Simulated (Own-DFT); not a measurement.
Hf36O71 (tetragonal hafnia with one neutral oxygen vacancy, atoms displaced) (calculated)

All values are calculated (Own-DFT development build). A calculation, not a measurement: plane-wave PBE and HSE06 DFT by an unreviewed code, no spin, of a simulated cell at Gamma alone, so results move with cell size and shape, stress positive in tension, energies less offsets, not probed for a lower state with spin; hafnium file: forces about 75 meV/angstrom off all-electron values; oxygen file: force components 24 meV/angstrom off all-electron in a glass; k mesh not checked against a denser one; forces and stress are PBE's, HSE06 gives the energy alone, and its difference from PBE has offsets of its own; offsets are fitted by least squares, one for each functional and potential file, so energies compare only between cells with the same atoms and settings and are not formation energies; the far tail of each file's local potential was reset to the Coulomb form; each entry is a single point on an unrelaxed cell, so the pressure reflects the starting lattice, taken from the Materials Project, from which strain is counted, and rises with the displacements; printed positions are rounded, which can move forces by about a meV/angstrom; the program is a retired in-house code; no spin-orbit coupling.

Hf36O71 (tetragonal hafnia with one neutral oxygen vacancy, atoms displaced)

```
CELL_PARAMETERS angstrom
10.78000 0.00000 0.00000
0.00000 10.78000 0.00000
0.00000 0.00000 10.44930
ATOMIC_POSITIONS crystal
Hf 0.98410 0.99276 0.99858
Hf 0.17171 0.16326 0.24488
O 0.00357 0.15434 0.14427
O 0.16062 0.99005 0.35360
O 0.99794 0.17139 0.39425
O 0.17803 0.00523 0.08970
Hf 0.99780 0.00677 0.50350
Hf 0.16312 0.16983 0.75374
O 0.99899 0.16043 0.66424
O 0.16649 0.01388 0.85054
O 0.99241 0.16322 0.89400
O 0.16739 0.00691 0.59223
Hf 0.00542 0.32481 0.00150
Hf 0.16771 0.50252 0.24879
O 0.00372 0.50452 0.16391
O 0.17965 0.33983 0.35600
O 0.00370 0.48849 0.40426
O 0.17485 0.34276 0.09373
Hf 0.99059 0.33510 0.51247
Hf 0.17260 0.51359 0.74826
O 0.99832 0.50371 0.65589
O 0.15791 0.33777 0.84661
O 0.00655 0.49553 0.90152
Hf 0.00209 0.67548 0.00190
Hf 0.15715 0.83447 0.25589
O 0.99916 0.84094 0.14573
O 0.17377 0.66576 0.35070
O 0.99404 0.83212 0.41043
O 0.16041 0.66820 0.08585
Hf 0.99048 0.65884 0.49952
Hf 0.16540 0.83423 0.75106
O 0.99478 0.82609 0.64787
O 0.17947 0.66608 0.84549
O 0.01813 0.82929 0.89731
O 0.18383 0.67585 0.59876
Hf 0.33433 0.99343 0.98371
Hf 0.50508 0.17298 0.25388
O 0.33081 0.16880 0.16255
O 0.50502 0.99895 0.36317
O 0.33358 0.16738 0.41419
O 0.50828 0.01076 0.09974
Hf 0.33742 0.00026 0.50219
Hf 0.49481 0.16475 0.74981
O 0.32956 0.16459 0.65106
O 0.48647 0.99732 0.85522
O 0.34335 0.17120 0.89026
O 0.51085 0.99461 0.58962
Hf 0.33766 0.32949 0.98422
Hf 0.50971 0.51110 0.25188
O 0.33414 0.50466 0.15643
O 0.49860 0.33858 0.34576
O 0.33522 0.49433 0.40117
O 0.50800 0.33133 0.10298
Hf 0.34109 0.34130 0.49808
Hf 0.50346 0.50309 0.75701
O 0.33083 0.49871 0.65764
O 0.50750 0.33614 0.84508
O 0.33709 0.50687 0.89952
O 0.50638 0.34186 0.60437
Hf 0.33301 0.67135 0.01056
Hf 0.50253 0.83806 0.25650
O 0.32870 0.83644 0.12548
O 0.49299 0.65584 0.34294
O 0.33808 0.84219 0.39449
O 0.51341 0.66147 0.09243
Hf 0.33473 0.65512 0.49153
Hf 0.50990 0.84393 0.75324
O 0.33444 0.82531 0.64754
O 0.51209 0.65877 0.83449
O 0.33942 0.83344 0.90005
O 0.50655 0.67046 0.59667
Hf 0.67498 0.98999 0.99296
Hf 0.83137 0.17545 0.23947
O 0.66456 0.16330 0.16351
O 0.82401 0.98915 0.34525
O 0.66614 0.16677 0.40158
O 0.83072 0.98900 0.11032
Hf 0.67273 0.01117 0.49706
Hf 0.83490 0.17993 0.75263
O 0.66191 0.17045 0.66355
O 0.84037 0.00178 0.84353
O 0.66493 0.16899 0.90873
O 0.82369 0.00234 0.60520
Hf 0.66716 0.32820 0.00065
Hf 0.84273 0.50580 0.24957
O 0.66157 0.50240 0.15607
O 0.83663 0.34377 0.34285
O 0.66169 0.49394 0.39288
O 0.82395 0.32904 0.09398
Hf 0.68386 0.33393 0.51369
Hf 0.83732 0.49441 0.75454
O 0.66288 0.49589 0.65093
O 0.82939 0.32596 0.84346
O 0.65979 0.49159 0.90936
O 0.82353 0.33331 0.59409
Hf 0.66978 0.67558 0.99202
Hf 0.83136 0.82703 0.25672
O 0.66083 0.84042 0.14802
O 0.82995 0.67088 0.34533
O 0.64801 0.83599 0.39758
O 0.83301 0.66866 0.09280
Hf 0.66417 0.64095 0.48416
Hf 0.83457 0.82994 0.75562
O 0.67344 0.82334 0.64738
O 0.84267 0.65384 0.86219
O 0.66602 0.82843 0.90863
O 0.82780 0.66804 0.59726
```

```
first functional     : PBE
second functional    : HSE06
exact exchange share : 0.25
screening            : 0.11 1/bohr
exchange divergence  : Gygi-Baldereschi
potential files      : PseudoDojo norm-conserving, scalar-relativistic, made for PBE, standard set
wave cutoff          : 48 hartree
occupations          : fixed
k mesh               : 1 x 1 x 1 centred on Gamma
```

To be estimated
1. What PBE pressure does the calculation give for Hf36O71 (tetragonal hafnia with one neutral oxygen vacancy, atoms displaced)?
2. Give the table of force values for Hf36O71 (tetragonal hafnia with one neutral oxygen vacancy, atoms displaced).

Calculated values
1. 4.86 GPa
2. 
Force:
```tsv
element	x (eV/Å)	y (eV/Å)	z (eV/Å)
Hf	2.878	1.515	0.652
Hf	0.042	0.139	1.444
O	-0.803	1.032	-0.247
O	-0.394	1.632	-0.819
O	-0.58	-0.104	1.514
O	-2.346	0.03	0.734
Hf	0.147	-0.42	-0.394
Hf	1.359	0.771	-1.151
O	-0.839	0.929	-2.401
O	0.444	-2.467	-0.391
O	-0.037	0.797	1.676
O	-1.213	-0.61	0.861
Hf	0.878	0.803	-0.765
Hf	2.316	-1.832	0.768
O	-0.761	-0.197	-1.535
O	-0.911	-0.937	-1.137
O	-0.745	2.032	0.59
O	-1.452	-0.812	-0.047
Hf	4.261	-0.914	-2.273
Hf	-0.258	-1.786	0.277
O	-0.244	-0.346	-0.879
O	0.811	-0.777	-0.248
O	-0.854	0.165	1.081
Hf	-1.187	-2.307	-0.875
Hf	2.12	0.409	-0.78
O	-0.125	-0.677	0.548
O	-0.713	0.357	-0.63
O	0.174	-0.721	-1.053
O	1.12	-0.24	1.951
Hf	1.412	1.336	1.211
Hf	1.577	0.026	-1.622
O	0.443	0.227	1.179
O	-0.696	1.802	0.517
O	-1.204	1.003	0.03
O	-3.605	-1	0.059
Hf	0.095	0.945	3.143
Hf	-1.674	-0.364	0.405
O	1.215	0.462	-0.893
O	-0.735	1.304	-2.293
O	-0.079	-0.247	-0.909
O	-0.728	-0.664	-0.835
Hf	0.555	-0.279	-0.185
Hf	-0.495	1.435	-0.298
O	0.632	0.287	0.634
O	2.146	0.804	-1.265
O	-0.627	-0.176	0.748
O	-1.222	0.258	2.813
Hf	1.128	1.852	1.967
Hf	-1.966	-5.272	-3.129
O	0.052	1.043	-0.389
O	-0.377	-0.457	0.503
O	-0.06	1.52	-0.047
O	-1.508	-0.578	-1.236
Hf	-0.264	-2.061	0.558
Hf	-0.804	-1.962	-1.763
O	0.93	-0.511	-1.337
O	-0.971	-1.396	0.68
O	-0.044	-1.295	0.471
O	-0.419	-0.875	-1.042
Hf	0.893	-0.58	-0.591
Hf	-0.504	1.423	0.152
O	0.411	-0.784	2.879
O	0.191	4.294	1.975
O	-0.222	-1.835	-0.55
O	-2.024	0.649	0.057
Hf	1.347	2.575	1.474
Hf	-1.468	-3.039	-3.472
O	0.755	1.839	1.378
O	0.444	4.356	2.081
O	-0.216	-1.488	-1.814
O	-0.579	-1.22	-1.746
Hf	-2.038	2.844	3.449
Hf	0.258	-0.814	1.623
O	1.871	0.235	-1.1
O	0.629	1.824	0.714
O	0.982	2.071	0.458
O	-0.155	0.882	-2.186
Hf	-0.89	-2.747	-0.721
Hf	-1.024	-5.107	-0.78
O	1.245	0.275	-1.091
O	-0.558	-1.202	1.537
O	0.436	-2.427	-0.501
O	2.236	0.276	-0.385
Hf	-2.814	1.217	0.455
Hf	-2.464	-0.857	-1.261
O	3.671	0.066	-0.291
O	-0.525	-1.351	0.438
O	0.997	-2.003	0.043
O	3.372	-0.176	0.897
Hf	-11.09	-0.616	-5.216
Hf	-1.022	1.899	1.028
O	2.686	0.273	-0.444
O	0.411	3.782	1.378
O	1.191	1.421	-0.883
O	7.626	-0.26	5.122
Hf	-0.711	-5.456	2.51
Hf	-1.241	3.065	-1.674
O	1.224	-0.769	0.026
O	0.418	-2.66	1.613
O	1.191	-2.052	0.006
O	0.551	0.325	1.37
Hf	-1.322	5.955	4.198
Hf	-0.634	-0.6	-2.977
O	0.344	1.079	2.616
O	-0.662	1.603	-1.961
O	0.398	2.641	-3.468
O	0.582	-1.45	-0.504
```

Further results for Hf36O71 (tetragonal hafnia with one neutral oxygen vacancy, atoms displaced):

```
PBE energy of cell above offsets : -87.956 eV
HSE06 less PBE above offsets     : 0.611 eV
PBE stress xx                    : -4.02 GPa
PBE stress yy                    : -5.98 GPa
PBE stress zz                    : -4.59 GPa
PBE stress yz                    : -2.16 GPa
PBE stress xz                    : 0.2 GPa
PBE stress xy                    : 0.09 GPa
```
